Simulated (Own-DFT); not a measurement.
## Calculated data, Hf36O71 (tetragonal hafnia with one neutral oxygen vacancy, atoms displaced)

All values are calculated (Own-DFT development build). A calculation, not a measurement: plane-wave PBE and HSE06 DFT by an unreviewed code, no spin, of a simulated cell at Gamma alone, so results move with cell size and shape, stress positive in tension, energies less offsets, not probed for a lower state with spin; hafnium file: forces about 75 meV/angstrom off all-electron values; oxygen file: force components 24 meV/angstrom off all-electron in a glass; k mesh not checked against a denser one; forces and stress are PBE's, HSE06 gives the energy alone, and its difference from PBE has offsets of its own; offsets are fitted by least squares, one for each functional and potential file, so energies compare only between cells with the same atoms and settings and are not formation energies; the far tail of each file's local potential was reset to the Coulomb form; each entry is a single point on an unrelaxed cell, so the pressure reflects the starting lattice, taken from the Materials Project, from which strain is counted, and rises with the displacements; printed positions are rounded, which can move forces by about a meV/angstrom; the program is a retired in-house code; no spin-orbit coupling.

Hf36O71 (tetragonal hafnia with one neutral oxygen vacancy, atoms displaced)

```
Hf36O71
1.0
     10.7800     0.0000     0.0000
      0.0000    10.7800     0.0000
      0.0000     0.0000    10.4493
Hf O Hf O Hf O Hf O Hf O Hf O Hf O Hf O Hf O Hf O Hf O Hf O Hf O Hf O Hf O Hf O Hf O Hf O
2 4 2 4 2 4 2 3 2 4 2 4 2 4 2 4 2 4 2 4 2 4 2 4 2 4 2 4 2 4 2 4 2 4 2 4
Direct
  0.99640 0.00778 0.99447
  0.16037 0.17185 0.25125
  0.98657 0.18123 0.14712
  0.16646 0.00524 0.35427
  0.99916 0.16679 0.40634
  0.16727 0.00291 0.08849
  0.00993 0.99166 0.48804
  0.16840 0.17752 0.74767
  0.00306 0.16627 0.65687
  0.16553 0.00141 0.84338
  0.99763 0.16883 0.91596
  0.17128 0.98946 0.61053
  0.00759 0.33735 0.00644
  0.16653 0.49617 0.24620
  0.98869 0.50773 0.15539
  0.16230 0.34500 0.35189
  0.99987 0.50310 0.38070
  0.16392 0.34078 0.10813
  0.98972 0.33416 0.50406
  0.15258 0.49579 0.75040
  0.15853 0.32880 0.82897
  0.00470 0.50109 0.90844
  0.17690 0.33135 0.60296
  0.00784 0.67366 0.99733
  0.16625 0.83566 0.24819
  0.00507 0.83289 0.16590
  0.17757 0.67040 0.33975
  0.99593 0.83467 0.41167
  0.17225 0.66389 0.09679
  0.00645 0.67366 0.50362
  0.15574 0.83156 0.75316
  0.00490 0.84229 0.65270
  0.17012 0.68295 0.83989
  0.99495 0.82476 0.89826
  0.15729 0.66940 0.58597
  0.33463 0.00441 0.00142
  0.49940 0.16359 0.24730
  0.35059 0.16793 0.17181
  0.49234 0.00804 0.35309
  0.33426 0.17794 0.41694
  0.51602 0.00196 0.11633
  0.34532 0.99058 0.49685
  0.51123 0.18086 0.73270
  0.33689 0.16761 0.65639
  0.49281 0.99490 0.85026
  0.32392 0.18216 0.91415
  0.49744 0.00514 0.60314
  0.34107 0.33038 0.00430
  0.48974 0.50622 0.25219
  0.33360 0.48891 0.14788
  0.50353 0.33087 0.35070
  0.32556 0.50294 0.40478
  0.49623 0.34150 0.09799
  0.33702 0.34033 0.50097
  0.50208 0.50336 0.75889
  0.33870 0.49470 0.65858
  0.50458 0.34002 0.84413
  0.32272 0.49681 0.90102
  0.50659 0.33079 0.58652
  0.33252 0.67001 0.99267
  0.51157 0.84047 0.25037
  0.31788 0.82974 0.16245
  0.49739 0.65763 0.36341
  0.32835 0.82902 0.40046
  0.49640 0.67421 0.09437
  0.33347 0.66900 0.50067
  0.50699 0.84192 0.75261
  0.33356 0.83476 0.64612
  0.51005 0.66644 0.84120
  0.34043 0.83720 0.92055
  0.48968 0.65910 0.58459
  0.66832 0.99378 0.99296
  0.83422 0.17378 0.24103
  0.67443 0.17039 0.14618
  0.84864 0.00598 0.35253
  0.67758 0.17477 0.40651
  0.82828 0.00732 0.10539
  0.66707 0.00365 0.48910
  0.83345 0.17097 0.74843
  0.65854 0.16853 0.64589
  0.83389 0.00253 0.84244
  0.67581 0.16936 0.89371
  0.83551 0.99071 0.58975
  0.66217 0.32553 0.99000
  0.82988 0.51046 0.24827
  0.66394 0.49083 0.16444
  0.83179 0.34749 0.33717
  0.66479 0.49958 0.39353
  0.83442 0.32650 0.10012
  0.67038 0.33591 0.49436
  0.82289 0.50164 0.75227
  0.67130 0.48796 0.65280
  0.83857 0.33276 0.85481
  0.68857 0.50677 0.90369
  0.83386 0.33708 0.60573
  0.66912 0.66712 0.99835
  0.84365 0.83717 0.26224
  0.65455 0.82033 0.14750
  0.83144 0.66126 0.34525
  0.67562 0.83732 0.39385
  0.84186 0.66297 0.09225
  0.67461 0.66864 0.49769
  0.82814 0.83924 0.75105
  0.66280 0.83827 0.63819
  0.83699 0.66633 0.84407
  0.65244 0.82931 0.90567
  0.83301 0.66258 0.60447
```

It was run with first functional PBE, second functional HSE06, exact exchange share 0.25, screening 0.11 1/bohr, exchange divergence Gygi-Baldereschi, potential files PseudoDojo norm-conserving, scalar-relativistic, made for PBE, standard set, wave cutoff 48 hartree, occupations fixed and k mesh 1 x 1 x 1 centred on Gamma.

It finds PBE energy of cell above offsets -88.573 eV; HSE06 less PBE above offsets 0.467 eV; PBE pressure 5.65 GPa; PBE stress xx -4.29 GPa; PBE stress yy -6.68 GPa; PBE stress zz -5.97 GPa; PBE stress yz -1.19 GPa; PBE stress xz -1.02 GPa; PBE stress xy 0.3 GPa.

Force:
```tsv
element	x (eV/Å)	y (eV/Å)	z (eV/Å)
Hf	0.783	-0.968	0.501
Hf	0.057	1.006	1.765
O	4.41	-1.564	0.505
O	-0.167	0.002	-1.268
O	0.594	0.993	-0.708
O	-0.758	1.075	0.916
Hf	0.662	3.647	4.114
Hf	1.215	-4.428	-2.34
O	-1.32	0.405	-0.033
O	-0.079	0.078	1.625
O	0.032	0.023	-1.545
O	-0.036	0.866	-2.751
Hf	-2.994	0.615	0.23
Hf	-1.144	1.876	0.638
O	2.905	-0.809	-1.725
O	0.108	-2.917	-0.309
O	0.195	0.504	3.788
O	1.177	-1.436	-0.846
Hf	2.221	0.84	-1.537
Hf	1.462	0.228	-0.873
O	-0.918	3.329	3.783
O	1.066	0.757	-1.192
O	-2.45	0.763	-0.757
Hf	-0.652	-2.719	1.56
Hf	1.118	-0.744	2.424
O	-1.794	0.224	-1.839
O	-1.28	-0.079	0.174
O	-0.499	-2.075	-2.47
O	-0.649	-0.02	-1.049
Hf	-2.581	-2.992	-1.7
Hf	2.01	4.988	-2.643
O	-2.865	-0.968	-0.235
O	0.393	-4.915	1.911
O	-0.287	3.284	0.045
O	2.398	-0.803	2.409
Hf	-0.028	-0.201	-0.247
Hf	4.826	2.407	2.838
O	-6.429	-0.232	-3.274
O	1.017	-1.528	0.595
O	-0.533	-2.196	-1.246
O	-1.301	-0.532	-1.803
Hf	-3.141	1.194	1.701
Hf	-4.438	-0.956	1.364
O	0.478	0.32	0.9
O	0.708	2.663	0.952
O	0.076	-3.715	-0.819
O	1.885	-0.404	-0.348
Hf	-0.895	4.157	1.253
Hf	1.591	-1.331	0.432
O	-0.199	0.893	0.494
O	-0.167	0.715	-1.035
O	0.398	-0.321	-0.741
O	1.744	-1.211	-0.827
Hf	-0.165	0.104	0.159
Hf	-1.283	0.61	-3.148
O	-0.858	0.345	0.415
O	0.512	-1.077	1.153
O	0.538	0.288	0.251
O	-0.25	-0.247	1.737
Hf	-0.184	-1.314	1.542
Hf	-3.109	-1.788	0.529
O	4.249	1.099	-1.715
O	0.484	2.392	-2.328
O	0.841	1.352	0.116
O	-0.282	-0.783	0.089
Hf	-0.886	-0.143	-0.859
Hf	-2.267	-1.129	-1.96
O	0.873	-0.625	1.521
O	-0.44	0.429	0.64
O	0.163	0.437	-1.308
O	3.999	0.06	2.446
Hf	-0.224	1.752	1.708
Hf	-1.482	1.402	1.726
O	-2.253	0.272	-0.457
O	-0.994	-0.857	-1.125
O	0.121	-2.191	-0.987
O	0.401	-1.63	-1.34
Hf	0.948	0.516	1.827
Hf	0.761	1.024	-0.451
O	4.616	-0.592	-1.103
O	-0.276	-0.453	1.077
O	-0.946	-1.838	-0.351
O	-0.888	0.484	0.478
Hf	2.047	1.859	3.038
Hf	-0.071	-2.038	-1.102
O	-1.241	1.077	-2.048
O	0.401	-2.552	2.101
O	0.297	0.987	2.363
O	-0.553	0.765	-1.695
Hf	-0.505	1.893	-1.069
Hf	2.262	-0.3	0.374
O	-1.912	0.875	-0.167
O	-0.336	-0.184	-1.14
O	-1.499	-1.616	0.17
O	-0.043	-0.582	-0.31
Hf	0.34	-0.988	1.905
Hf	-1.066	-0.302	-1.027
O	3.735	0.515	-0.277
O	-0.425	3.83	1.724
O	-0.695	0.104	-0.29
O	-1.534	1.301	-0.188
Hf	-1.895	-1.496	-0.586
Hf	1.537	-1.425	-2.018
O	0.222	-0.474	1.329
O	-0.527	1.621	-0.03
O	1.446	1.203	-1.456
O	0.383	0.236	-0.647
```
